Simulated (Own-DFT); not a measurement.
Simulation results for SiC (4H silicon carbide, atoms displaced)

A calculation, not a measurement: plane-wave PBE density functional theory by an unreviewed code, no spin, of a simulated periodic cell, stress positive in tension, free energy of the whole cell less one offset for each atom, forces on such cells passed a denser k mesh, this cell's mesh not checked; offsets are fitted by least squares, one for each functional and potential file, so energies compare only between cells with the same atoms and settings and are not formation energies; the far tail of each file's local potential was reset to the Coulomb form; each entry is a single point on an unrelaxed cell, so the pressure reflects the starting lattice, mostly measured values (interpolated for alloys), from which strain is counted, and rises with the displacements; printed positions are rounded, which can move forces by about a meV/angstrom; the program, named Own-DFT, is a retired in-house code; no spin-orbit coupling. Program: Own-DFT development build.

## SiC (4H silicon carbide, atoms displaced)

```cif
# cell vector a (Å): 6.1654 0.0000 0.0000
# cell vector b (Å): -3.0827 5.3394 0.0000
# cell vector c (Å): 0.0000 0.0000 10.0681
data_SiC
_symmetry_space_group_name_H-M 'P 1'
_symmetry_Int_Tables_number 1
_cell_length_a 6.1654
_cell_length_b 6.1654
_cell_length_c 10.0681
_cell_angle_alpha 90.000
_cell_angle_beta 90.000
_cell_angle_gamma 120.000
_cell_volume 331.44
loop_
_atom_site_label
_atom_site_type_symbol
_atom_site_fract_x
_atom_site_fract_y
_atom_site_fract_z
_atom_site_occupancy
Si1 Si 0.98460 0.00463 0.41280 1
Si2 Si 0.15571 0.32592 0.15518 1
C1 C 0.99784 0.00944 0.09676 1
C2 C 0.16457 0.33925 0.34250 1
Si3 Si 0.03007 0.52139 0.40513 1
Si4 Si 0.16937 0.83395 0.15641 1
C3 C 0.99207 0.50813 0.08850 1
C4 C 0.17839 0.84337 0.33621 1
Si5 Si 0.52556 0.02092 0.40802 1
Si6 Si 0.66813 0.33019 0.14727 1
C5 C 0.52406 0.01315 0.08919 1
C6 C 0.67404 0.34665 0.34728 1
Si7 Si 0.50895 0.50815 0.40353 1
Si8 Si 0.65772 0.80848 0.15777 1
C7 C 0.49667 0.49981 0.08751 1
C8 C 0.68213 0.84972 0.34875 1
Si9 Si 0.96479 0.98226 0.91486 1
Si10 Si 0.84199 0.68937 0.66222 1
C9 C 0.02717 0.00811 0.58916 1
C10 C 0.82862 0.66165 0.83420 1
Si11 Si 0.99321 0.50729 0.89715 1
Si12 Si 0.82686 0.15507 0.65774 1
C11 C 0.98553 0.48191 0.59688 1
C12 C 0.83782 0.17818 0.84855 1
Si13 Si 0.52741 0.00545 0.89508 1
Si14 Si 0.33152 0.66470 0.65169 1
C13 C 0.51584 0.00228 0.59890 1
C14 C 0.31736 0.65612 0.84999 1
Si15 Si 0.50441 0.53008 0.90685 1
Si16 Si 0.34491 0.17429 0.66331 1
C15 C 0.48955 0.49551 0.58403 1
C16 C 0.36315 0.18422 0.83873 1
```

Settings of this run: functional PBE, potential files PseudoDojo norm-conserving, scalar-relativistic, standard set, wave cutoff 42 hartree, occupations Fermi-Dirac, smearing width 0.1 eV, hardware one NVIDIA H100 and k mesh 5 x 5 x 3 centred on Gamma.

Results for SiC (4H silicon carbide, atoms displaced): free energy of cell above offsets -0.925 eV; pressure 6.18 GPa; stress xx -5.52 GPa; stress yy -5.31 GPa; stress zz -7.72 GPa; stress yz -0.23 GPa; stress xz -0.68 GPa; stress xy -1.37 GPa; wall time 122.7 s.

Force:
```
element  x (eV/Å)  y (eV/Å)  z (eV/Å)
     Si     4.317     1.165    -1.822
     Si    -0.386     1.996    -0.087
      C      0.59    -2.698     -0.25
      C     1.357    -0.319    -0.223
     Si    -2.699    -0.794     0.426
     Si     0.515     1.125     -1.53
      C     1.229     -0.04    -0.386
      C    -0.002     0.874     2.545
     Si    -1.976    -0.667     -0.32
     Si    -0.478     0.832     1.872
      C    -1.045    -2.795    -0.226
      C     1.167     0.311    -1.427
     Si    -0.602     -0.37    -0.089
     Si    -0.469     3.683     0.595
      C    -0.004    -1.167     1.194
      C    -1.828    -2.261    -1.376
     Si     3.555     2.272    -1.273
     Si     0.163    -2.394    -4.463
      C    -1.987     -0.41     2.111
      C    -1.412     1.799     3.237
     Si     0.465    -0.301      2.33
     Si     2.304     1.533      0.29
      C     0.333     2.558    -0.288
      C     2.373    -0.672    -2.176
     Si    -5.083    -0.792     2.507
     Si    -0.341    -0.941      0.58
      C    -2.146    -1.018    -1.101
      C     0.895     2.591     -2.44
     Si     1.206    -4.163    -0.983
     Si     0.499     0.455    -2.036
      C     1.106     1.217     2.178
      C    -1.617    -0.609     2.631
```
